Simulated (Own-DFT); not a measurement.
GaN (wurtzite, strained, atoms displaced) (calculated)

A calculation, not a measurement: plane-wave PBE density functional theory by an unreviewed code, no spin, of a simulated periodic cell, stress positive in tension, free energy of the whole cell less one offset for each atom, forces on such cells passed a denser k mesh, this cell's mesh not checked; offsets are fitted by least squares, one for each functional and potential file, so energies compare only between cells with the same atoms and settings and are not formation energies; the far tail of each file's local potential was reset to the Coulomb form; each entry is a single point on an unrelaxed cell, so the pressure reflects the starting lattice, mostly measured values (interpolated for alloys), from which strain is counted, and rises with the displacements; printed positions are rounded, which can move forces by about a meV/angstrom; the program, named Own-DFT, is a retired in-house code; no spin-orbit coupling. Program: Own-DFT development build.

Settings shared by all entries: functional PBE; potential files PseudoDojo norm-conserving, scalar-relativistic, standard set with the stringent files for Ga; wave cutoff 96 hartree; occupations Gaussian; smearing width 0.01 eV; k mesh 3 x 4 x 3 centred on Gamma.

(1) GaN (wurtzite, strained, atoms displaced)

```
CELL_PARAMETERS angstrom
12.75600 0.00000 0.00000
-4.78350 8.28530 0.00000
0.00000 0.00000 10.24040
ATOMIC_POSITIONS crystal
Ga 0.09458 0.22966 0.00409
Ga 0.17159 0.11456 0.25508
N 0.07989 0.22435 0.19392
N 0.16471 0.10712 0.42698
Ga 0.08169 0.22517 0.50541
Ga 0.17317 0.12121 0.74433
N 0.08334 0.21568 0.68655
N 0.16885 0.10969 0.93513
Ga 0.08537 0.56436 0.99530
Ga 0.16494 0.44391 0.24908
N 0.07708 0.55055 0.19447
N 0.16917 0.43998 0.43315
Ga 0.08295 0.56078 0.49148
Ga 0.16664 0.43826 0.75645
N 0.08750 0.55945 0.68750
N 0.17041 0.44591 0.94150
Ga 0.08895 0.89310 0.99523
Ga 0.16526 0.77723 0.25301
N 0.08439 0.89350 0.18517
N 0.16272 0.77535 0.44495
Ga 0.08247 0.88562 0.50361
Ga 0.16817 0.78113 0.75193
N 0.08744 0.89875 0.68288
N 0.16272 0.77928 0.93760
Ga 0.32822 0.21851 0.00098
Ga 0.42527 0.11446 0.25371
N 0.33807 0.22634 0.18872
N 0.41466 0.10783 0.43238
Ga 0.33747 0.23522 0.50095
Ga 0.41055 0.09443 0.75182
N 0.34030 0.22682 0.68700
N 0.41391 0.10569 0.93368
Ga 0.32725 0.55264 0.99937
Ga 0.41085 0.44835 0.25507
N 0.33472 0.55291 0.18850
N 0.41048 0.44084 0.44826
Ga 0.33315 0.54623 0.49919
Ga 0.41357 0.44525 0.75200
N 0.33640 0.55586 0.68277
N 0.41468 0.44370 0.93815
Ga 0.33903 0.88405 0.00133
Ga 0.41511 0.77712 0.24439
N 0.33082 0.88886 0.18678
N 0.41605 0.79015 0.43391
Ga 0.33909 0.90140 0.49974
Ga 0.40854 0.76952 0.73895
N 0.33822 0.88678 0.68779
N 0.41317 0.77675 0.93820
Ga 0.57972 0.22544 0.98895
Ga 0.66348 0.11198 0.25306
N 0.57779 0.22035 0.19250
N 0.66997 0.11644 0.43780
Ga 0.58721 0.22226 0.49244
Ga 0.66697 0.11013 0.74533
N 0.58906 0.22000 0.68440
N 0.66377 0.10457 0.94005
Ga 0.59002 0.56014 0.99662
Ga 0.66571 0.44167 0.24668
N 0.58392 0.56158 0.19451
N 0.66337 0.43576 0.44509
Ga 0.58149 0.55589 0.50591
Ga 0.67620 0.44286 0.75352
N 0.57476 0.54915 0.69405
N 0.66751 0.45354 0.94300
Ga 0.58004 0.88796 0.99958
Ga 0.66450 0.77850 0.24747
N 0.58289 0.88435 0.18996
N 0.67351 0.77716 0.44612
Ga 0.58180 0.89251 0.49936
Ga 0.66611 0.77751 0.76431
N 0.58024 0.88833 0.69761
N 0.66017 0.77549 0.93382
Ga 0.82837 0.21627 0.99577
Ga 0.91638 0.11986 0.24756
N 0.84324 0.22919 0.18848
N 0.91646 0.11652 0.43863
Ga 0.83463 0.23233 0.49649
Ga 0.91538 0.11105 0.75575
N 0.84128 0.23413 0.69690
N 0.91884 0.11001 0.94873
Ga 0.83731 0.56195 0.00219
Ga 0.92556 0.44837 0.25169
N 0.83078 0.56502 0.18880
N 0.91161 0.43648 0.44488
Ga 0.83791 0.55734 0.50880
Ga 0.91564 0.43403 0.74679
N 0.83611 0.55448 0.69035
N 0.91865 0.45173 0.94280
Ga 0.83446 0.88635 0.00035
Ga 0.90828 0.77320 0.26187
N 0.82893 0.88777 0.18413
N 0.91151 0.77110 0.43847
Ga 0.82603 0.88245 0.50399
Ga 0.92602 0.78752 0.75331
N 0.82221 0.88037 0.68969
N 0.91675 0.77350 0.94014
```

* free energy of cell above offsets: -3.242 eV
* pressure: 10.05 GPa
* stress xx: -7.17 GPa
* stress yy: -9.67 GPa
* stress zz: -13.31 GPa
* stress yz: 0.44 GPa
* stress xz: 0.38 GPa
* stress xy: 0.41 GPa

Force:
```
element  x (eV/Å)  y (eV/Å)  z (eV/Å)
     Ga    -1.272      -1.4     0.513
     Ga    -0.472    -0.339    -3.046
      N     1.569         0    -0.979
      N     0.042     0.389     4.586
     Ga     0.264    -0.785    -2.133
     Ga     0.695    -0.682     0.375
      N    -0.835     0.874     1.294
      N    -0.718     0.464    -0.392
     Ga    -0.225     -1.23     0.935
     Ga     0.344     0.001    -0.233
      N     2.491     2.114    -1.475
      N     -0.85     0.793     1.156
     Ga     1.124    -1.576     1.432
     Ga    -0.407      0.81    -1.711
      N     0.084    -0.571     0.183
      N    -1.636    -0.153    -0.248
     Ga    -1.389    -0.211     1.456
     Ga    -0.532     0.637    -0.418
      N    -0.171    -0.595     0.623
      N     0.811     1.094    -0.927
     Ga    -0.736     0.851    -1.979
     Ga    -0.011    -0.417    -1.028
      N     0.406    -0.391     1.775
      N     1.799     0.267    -0.153
     Ga     1.362     0.811     0.073
     Ga    -2.768    -1.073    -1.239
      N    -0.127    -0.084     0.327
      N    -0.173     1.641     1.798
     Ga     0.124     -3.52    -0.192
     Ga     0.598     2.652    -0.928
      N    -0.302    -0.978     0.289
      N     -0.26     0.168      1.15
     Ga     2.393     0.902     0.337
     Ga     2.222    -0.789    -0.406
      N    -1.719     0.704    -0.201
      N     1.843     1.676    -2.157
     Ga    -2.247     2.161    -0.296
     Ga      0.85    -0.217     0.273
      N    -1.184    -0.978     0.911
      N     0.009     0.007     0.673
     Ga    -2.074     0.915     0.002
     Ga    -0.154     0.105     0.522
      N      0.35    -0.057      0.41
      N     1.118    -1.546     0.427
     Ga    -0.801    -1.571    -0.105
     Ga     1.777     0.441     1.615
      N    -2.028    -0.268     -0.58
      N     0.958    -1.017    -0.767
     Ga     0.599    -0.305     1.168
     Ga     1.195     0.085    -1.341
      N     2.173     0.742    -1.833
      N      0.37    -0.929     0.297
     Ga    -1.202    -0.459     1.318
     Ga     0.353    -0.152     0.613
      N    -1.209     0.144     0.592
      N    -0.578     1.075    -0.354
     Ga    -2.505    -0.217     1.314
     Ga    -0.464     0.813     1.012
      N    -0.239    -1.276    -0.679
      N    -0.013     1.991     -0.97
     Ga     0.781    -0.297     0.077
     Ga    -2.185    -0.103    -0.786
      N     1.829     0.773     0.117
      N     1.714    -1.356     -0.64
     Ga     0.089    -0.493     0.051
     Ga     0.995     0.077     1.079
      N    -0.937     1.114    -0.245
      N    -3.311    -0.797    -1.617
     Ga     0.779    -0.544     0.555
     Ga    -0.858    -0.932    -4.499
      N     0.369    -0.308    -1.333
      N     0.799     0.676     4.016
     Ga     0.616     1.143     0.891
     Ga     1.106    -1.995     0.628
      N    -2.995     0.067    -0.449
      N    -0.038    -0.743     0.566
     Ga     0.916    -2.904     1.297
     Ga     0.289    -0.713    -0.158
      N    -0.299    -4.217     -1.77
      N     0.312     0.432    -1.245
     Ga    -0.056    -0.782     0.313
     Ga    -3.508    -1.057     0.289
      N     1.223    -1.532     0.408
      N     0.427     3.104    -1.354
     Ga    -1.262    -0.667    -1.348
     Ga     0.235     4.436     1.692
      N     0.593     0.951     0.948
      N     0.187    -1.231    -0.687
     Ga    -0.246    -0.032    -0.112
     Ga     0.505     1.482    -2.766
      N     0.382     0.491     1.291
      N     0.429     0.716     2.237
     Ga     1.855     1.899      0.04
     Ga     -1.21    -0.885    -0.502
      N     1.823     1.235     0.893
      N     0.021     1.454    -0.554
```

(2) GaN (wurtzite, strained, atoms displaced)

```
CELL_PARAMETERS angstrom
12.75600 0.00000 0.00000
-4.78350 8.28530 0.00000
0.00000 0.00000 10.24040
ATOMIC_POSITIONS crystal
Ga 0.08548 0.22811 0.99666
Ga 0.16381 0.11338 0.25643
N 0.08312 0.22593 0.18573
N 0.17359 0.12264 0.43787
Ga 0.07987 0.22136 0.49774
Ga 0.16592 0.10654 0.75812
N 0.07680 0.22267 0.68722
N 0.17140 0.12261 0.93704
Ga 0.07708 0.55351 0.99522
Ga 0.16525 0.44463 0.25008
N 0.08138 0.56624 0.19226
N 0.17167 0.44881 0.43023
Ga 0.08408 0.54365 0.49553
Ga 0.17198 0.45044 0.74272
N 0.08086 0.55620 0.69556
N 0.16212 0.43972 0.93848
Ga 0.08591 0.89120 0.99425
Ga 0.17429 0.78558 0.24865
N 0.07932 0.89286 0.18621
N 0.17223 0.78185 0.43136
Ga 0.08299 0.88769 0.49704
Ga 0.16014 0.75519 0.74702
N 0.07835 0.88179 0.68459
N 0.16164 0.78009 0.92891
Ga 0.33838 0.22372 0.01014
Ga 0.41059 0.10313 0.25136
N 0.33363 0.22639 0.19195
N 0.40976 0.11260 0.44090
Ga 0.33019 0.22635 0.50113
Ga 0.41474 0.10886 0.75377
N 0.33027 0.22049 0.69425
N 0.41548 0.10964 0.93749
Ga 0.33580 0.55646 0.99283
Ga 0.41929 0.44550 0.25186
N 0.34192 0.56280 0.18400
N 0.42049 0.44520 0.44008
Ga 0.33191 0.55777 0.50934
Ga 0.41332 0.44517 0.74514
N 0.33881 0.55976 0.68532
N 0.42764 0.44855 0.93239
Ga 0.32746 0.88286 0.00406
Ga 0.41535 0.77298 0.25209
N 0.33083 0.88431 0.19043
N 0.41561 0.78252 0.43418
Ga 0.33183 0.88124 0.49653
Ga 0.41474 0.78051 0.75149
N 0.33146 0.89254 0.68238
N 0.41896 0.78572 0.93883
Ga 0.58587 0.21736 0.99248
Ga 0.66831 0.10726 0.25673
N 0.58742 0.22809 0.18674
N 0.66508 0.10736 0.43959
Ga 0.58051 0.23093 0.50161
Ga 0.66218 0.10361 0.74980
N 0.58878 0.22503 0.68924
N 0.66915 0.11331 0.94112
Ga 0.58127 0.53759 0.99939
Ga 0.66450 0.43196 0.24269
N 0.58668 0.55922 0.18359
N 0.66286 0.44844 0.43423
Ga 0.58246 0.55583 0.49747
Ga 0.66443 0.44099 0.75545
N 0.57314 0.54970 0.68143
N 0.67307 0.43688 0.94199
Ga 0.58530 0.89613 0.00001
Ga 0.66537 0.78622 0.25702
N 0.58161 0.89401 0.18326
N 0.66593 0.77500 0.44010
Ga 0.58173 0.88900 0.50151
Ga 0.66823 0.77794 0.74871
N 0.58193 0.87949 0.69658
N 0.66190 0.77390 0.93302
Ga 0.82407 0.21718 0.00687
Ga 0.91012 0.10976 0.25581
N 0.82828 0.22165 0.18686
N 0.91750 0.11123 0.43515
Ga 0.83740 0.21922 0.50570
Ga 0.91470 0.10587 0.74731
N 0.83458 0.22570 0.68370
N 0.90952 0.09919 0.93118
Ga 0.83707 0.54972 0.00582
Ga 0.91417 0.44958 0.24997
N 0.83526 0.54877 0.19118
N 0.91521 0.44889 0.43826
Ga 0.83061 0.56060 0.49718
Ga 0.91089 0.43767 0.75323
N 0.83554 0.56419 0.69706
N 0.91848 0.43741 0.94609
Ga 0.83315 0.90004 0.00287
Ga 0.91810 0.78334 0.24551
N 0.83554 0.89275 0.18853
N 0.91144 0.78255 0.44883
Ga 0.83769 0.89060 0.50492
Ga 0.91183 0.77741 0.75340
N 0.82754 0.88618 0.68186
N 0.91448 0.76304 0.94496
```

* free energy of cell above offsets: -4.182 eV
* pressure: 9.56 GPa
* stress xx: -6.48 GPa
* stress yy: -7.77 GPa
* stress zz: -14.42 GPa
* stress yz: -0.85 GPa
* stress xz: 0.03 GPa
* stress xy: -0.26 GPa

Force:
```
element  x (eV/Å)  y (eV/Å)  z (eV/Å)
     Ga    -0.683    -1.456      0.36
     Ga     0.077     0.109    -1.707
      N    -0.505    -0.294     0.572
      N    -1.676     -1.43      0.65
     Ga     0.987      0.26     0.226
     Ga    -0.319    -0.261    -2.228
      N     1.374     0.332     -0.17
      N     0.268    -0.878     1.562
     Ga     1.564     0.895     1.298
     Ga     0.174     0.823    -2.158
      N     1.023    -1.019    -0.883
      N     0.165    -0.769     2.019
     Ga    -1.732      1.71      0.23
     Ga    -0.739    -1.238      1.12
      N     0.513     -3.69    -2.365
      N     0.628     1.864    -0.891
     Ga    -1.244     0.373     0.481
     Ga    -2.322    -0.829    -0.204
      N     1.495     0.395     0.229
      N    -1.134    -1.015     1.415
     Ga     0.324     0.231     0.219
     Ga    -0.668     5.247    -0.134
      N     0.312     0.538     0.901
      N     1.398    -0.609     1.489
     Ga     -0.57     0.435    -1.829
     Ga     0.754     1.424     0.124
      N     0.023    -0.814     0.473
      N     1.139    -0.313    -0.109
     Ga     1.164     0.088     0.843
     Ga    -0.182     0.338    -1.158
      N     0.027     0.106    -0.752
      N     0.307    -0.323     1.113
     Ga     0.353    -0.019     0.556
     Ga     0.212     0.662    -0.268
      N     -0.95     -1.29     0.091
      N    -1.655      0.35    -0.037
     Ga     1.087     0.124    -3.326
     Ga     1.135    -0.909      0.68
      N    -1.455     0.202     1.711
      N    -2.247    -1.174     0.358
     Ga     0.065      0.39    -1.078
     Ga     0.291     0.594    -1.069
      N     1.017     0.794    -0.605
      N      1.16    -1.058     1.131
     Ga      -0.8     1.825     0.329
     Ga     0.014     0.563     -0.13
      N     0.424    -1.071     0.965
      N    -0.494    -0.738    -0.007
     Ga    -1.243    -0.027     1.398
     Ga    -1.289     0.539    -0.889
      N     -0.42    -3.322    -0.509
      N    -0.018     0.772     1.057
     Ga     0.384    -0.862    -0.594
     Ga      0.72     0.463    -0.303
      N    -0.909    -0.739      0.31
      N    -0.363    -0.738    -1.377
     Ga     0.642     2.532    -0.019
     Ga    -0.696      2.93     0.998
      N     0.114    -0.144     1.167
      N     1.172    -0.394     0.063
     Ga     0.119     0.144     0.019
     Ga    -0.142     1.056    -0.916
      N      1.86     0.561     1.192
      N    -0.744     0.359    -0.226
     Ga     0.575    -1.544    -0.671
     Ga     0.648    -1.051    -1.735
      N     0.289    -0.369     1.354
      N    -0.247     1.107     0.456
     Ga     0.273    -0.304     0.393
     Ga    -0.211    -1.447     0.222
      N    -1.128      1.12    -1.382
      N      0.72      0.09     1.342
     Ga     2.174     0.372    -1.182
     Ga     0.773     0.651    -2.093
      N     0.885     0.187     1.511
      N    -0.169    -0.086     1.296
     Ga    -1.484     0.687     -1.87
     Ga    -0.683     0.306    -0.031
      N    -0.241    -1.021     1.864
      N     0.207      2.64     0.731
     Ga    -0.347     0.082    -0.438
     Ga     1.901    -1.039     0.581
      N     -2.09     1.687    -0.006
      N     0.563    -0.657     0.629
     Ga     0.163    -0.627     0.966
     Ga    -0.219     0.798     0.098
      N    -0.251     -1.93    -1.208
      N    -1.258    -0.819     -1.21
     Ga     0.255    -3.202    -0.324
     Ga    -0.358    -1.087     0.749
      N    -0.916    -0.084     0.597
      N     2.243    -0.546    -2.385
     Ga    -1.936       0.3    -1.431
     Ga     0.665     0.589     0.338
      N     0.683     0.446     1.913
      N    -0.764      2.14    -0.484
```

(3) GaN (wurtzite, strained, atoms displaced)

```
CELL_PARAMETERS angstrom
12.75600 0.00000 0.00000
-4.78350 8.28530 0.00000
0.00000 0.00000 10.24040
ATOMIC_POSITIONS crystal
Ga 0.09116 0.21923 0.01460
Ga 0.16795 0.11300 0.24692
N 0.08207 0.21774 0.18846
N 0.16696 0.10546 0.44298
Ga 0.08103 0.21110 0.48943
Ga 0.17236 0.11516 0.75242
N 0.07568 0.22902 0.68740
N 0.16902 0.12249 0.94068
Ga 0.09367 0.55582 0.00376
Ga 0.15780 0.44430 0.25408
N 0.08551 0.55991 0.18810
N 0.16486 0.43723 0.44549
Ga 0.07957 0.55839 0.49870
Ga 0.17095 0.44963 0.75399
N 0.09048 0.56082 0.68920
N 0.16035 0.44178 0.94087
Ga 0.08505 0.88390 0.00375
Ga 0.16987 0.78152 0.25229
N 0.07649 0.88767 0.18720
N 0.17282 0.77576 0.43802
Ga 0.08101 0.88866 0.49786
Ga 0.17013 0.77627 0.74890
N 0.08108 0.88404 0.68766
N 0.16107 0.76976 0.93412
Ga 0.33548 0.22727 0.00126
Ga 0.41777 0.10825 0.25770
N 0.33250 0.21654 0.18562
N 0.42011 0.11443 0.45042
Ga 0.33346 0.22343 0.50346
Ga 0.41840 0.11745 0.75488
N 0.33769 0.22207 0.69005
N 0.41766 0.10317 0.93532
Ga 0.33534 0.56113 0.00307
Ga 0.42321 0.44592 0.24979
N 0.32837 0.55391 0.19473
N 0.42003 0.44224 0.43955
Ga 0.32442 0.54819 0.49820
Ga 0.40790 0.44324 0.74662
N 0.32761 0.54939 0.68039
N 0.41451 0.43623 0.94180
Ga 0.33457 0.88173 0.00610
Ga 0.41018 0.77985 0.25583
N 0.32820 0.88964 0.18275
N 0.42205 0.77808 0.43687
Ga 0.33674 0.88426 0.49686
Ga 0.41194 0.77467 0.75158
N 0.32598 0.89163 0.69039
N 0.41666 0.78254 0.94210
Ga 0.58270 0.20777 0.00554
Ga 0.66778 0.10912 0.24948
N 0.58692 0.22784 0.19228
N 0.66799 0.11391 0.44018
Ga 0.59012 0.22214 0.49772
Ga 0.66749 0.11252 0.74182
N 0.57998 0.22074 0.68585
N 0.67027 0.11371 0.93798
Ga 0.57641 0.55958 0.00191
Ga 0.66455 0.45039 0.24460
N 0.57587 0.54950 0.19696
N 0.66417 0.44484 0.43535
Ga 0.58676 0.55684 0.51039
Ga 0.67224 0.44003 0.75640
N 0.57898 0.55460 0.68788
N 0.66794 0.45074 0.92917
Ga 0.57839 0.89601 0.99551
Ga 0.66252 0.76842 0.24802
N 0.58890 0.88110 0.19020
N 0.67127 0.78335 0.42507
Ga 0.58140 0.89116 0.50410
Ga 0.66758 0.77922 0.74438
N 0.58273 0.88142 0.69006
N 0.66466 0.77530 0.94079
Ga 0.83169 0.22851 0.99670
Ga 0.90936 0.11208 0.25554
N 0.82388 0.21667 0.19418
N 0.91429 0.11382 0.44805
Ga 0.83040 0.22493 0.49804
Ga 0.91172 0.09937 0.75122
N 0.84016 0.23440 0.69540
N 0.92424 0.10922 0.95020
Ga 0.84117 0.56308 0.99259
Ga 0.91167 0.44886 0.25136
N 0.84060 0.56400 0.18982
N 0.91174 0.43148 0.44107
Ga 0.83833 0.55600 0.49441
Ga 0.91750 0.44398 0.74729
N 0.83194 0.56860 0.70254
N 0.91695 0.44236 0.93584
Ga 0.82668 0.87951 0.00013
Ga 0.91439 0.77805 0.24875
N 0.83585 0.89950 0.19511
N 0.91448 0.77110 0.44201
Ga 0.84331 0.89577 0.49585
Ga 0.91234 0.77336 0.74546
N 0.82940 0.88869 0.68283
N 0.90926 0.77595 0.93537
```

* free energy of cell above offsets: -2.765 eV
* pressure: 9.73 GPa
* stress xx: -7.56 GPa
* stress yy: -8.98 GPa
* stress zz: -12.67 GPa
* stress yz: 0.12 GPa
* stress xz: 0.59 GPa
* stress xy: -0.4 GPa

Force:
```
element  x (eV/Å)  y (eV/Å)  z (eV/Å)
     Ga    -2.249     0.541    -2.931
     Ga     0.182    -0.433     0.592
      N    -0.841     0.756     3.229
      N     0.199     0.318    -1.257
     Ga    -0.517     1.231     2.279
     Ga    -1.752    -0.463    -0.622
      N     1.961    -0.861    -0.186
      N     1.884    -1.875     -0.25
     Ga    -2.786     0.111    -0.543
     Ga     1.527    -0.573     0.134
      N    -1.042    -0.227     0.901
      N    -1.533     0.176    -1.391
     Ga     1.226    -0.916     0.768
     Ga    -1.343     -1.56    -0.514
      N    -1.137    -0.609    -0.503
      N     2.771    -0.263     0.006
     Ga    -1.106     0.546    -1.504
     Ga    -1.404    -0.308    -0.454
      N     1.504     0.273     0.921
      N    -1.204     0.224    -0.134
     Ga     1.048    -0.643     0.745
     Ga     -1.88    -0.042      0.03
      N    -0.023     0.698     0.257
      N     0.859     0.862     1.273
     Ga     0.676    -1.954    -0.266
     Ga    -0.349     0.811    -0.266
      N     0.364     0.491     1.159
      N     0.004    -0.919    -1.449
     Ga     0.422      0.06    -0.342
     Ga     0.548    -0.916    -1.056
      N    -1.175     0.374     0.224
      N    -0.406     0.343     1.813
     Ga    -0.246    -1.236     0.379
     Ga    -3.217    -1.593     1.214
      N     0.371     0.158    -0.298
      N    -0.904     0.249     0.222
     Ga     1.942     0.465    -1.065
     Ga      1.77      0.14     0.409
      N     0.318     1.312     1.665
      N    -1.145     2.013    -0.912
     Ga    -2.118     1.044    -2.293
     Ga     1.707     -0.46    -1.558
      N     1.025     0.408     2.274
      N    -1.023    -0.536     1.013
     Ga    -0.445     0.906     1.343
     Ga    -0.205     0.436    -0.754
      N     2.703      0.38    -0.668
      N     0.402    -1.338    -0.971
     Ga    -1.268     2.132    -0.918
     Ga    -1.201    -1.209     0.433
      N    -0.252    -1.082    -0.019
      N     0.252    -0.991    -0.155
     Ga     -1.62     1.047     0.319
     Ga     0.047     0.145      0.72
      N     1.009     0.184     0.277
      N    -0.386    -0.582    -0.823
     Ga     1.715    -0.713    -0.531
     Ga       1.4    -0.291     0.698
      N     1.903     1.165    -2.561
      N     1.158     0.167     0.358
     Ga    -0.289     0.547    -2.379
     Ga    -1.907    -0.056    -2.325
      N     0.294    -0.196     1.815
      N    -0.214    -0.792     4.378
     Ga     2.423    -0.608     1.128
     Ga     0.959     1.023    -0.434
      N    -3.144      1.21    -0.934
      N    -0.107     -0.22     3.692
     Ga     1.792    -0.466    -1.174
     Ga     0.393    -1.299     1.047
      N    -1.431     1.042     0.187
      N    -1.247     0.525    -0.644
     Ga     2.065    -0.912     0.654
     Ga     0.682     0.325     -0.46
      N     1.603     2.106    -0.963
      N     0.308     0.167    -1.463
     Ga     0.827    -1.566     1.779
     Ga     0.494     1.887     1.142
      N    -0.797    -2.585    -1.378
      N     -1.59    -0.109    -1.029
     Ga    -0.773    -1.244     0.363
     Ga     1.297    -0.997    -0.533
      N    -1.698    -0.717    -0.842
      N     0.145     2.756    -0.698
     Ga    -1.681    -0.941     1.432
     Ga     0.319     2.086      0.68
      N     1.777    -3.582    -3.141
      N     0.472      0.94     0.708
     Ga     0.317     1.745     0.782
     Ga     -0.59     0.884     0.257
      N     0.103    -2.096    -0.691
      N     0.684     0.936    -0.867
     Ga    -1.987    -1.289     -0.11
     Ga     0.302     3.253     1.012
      N     0.536     -0.33     0.246
      N     1.546     1.001     0.306
```
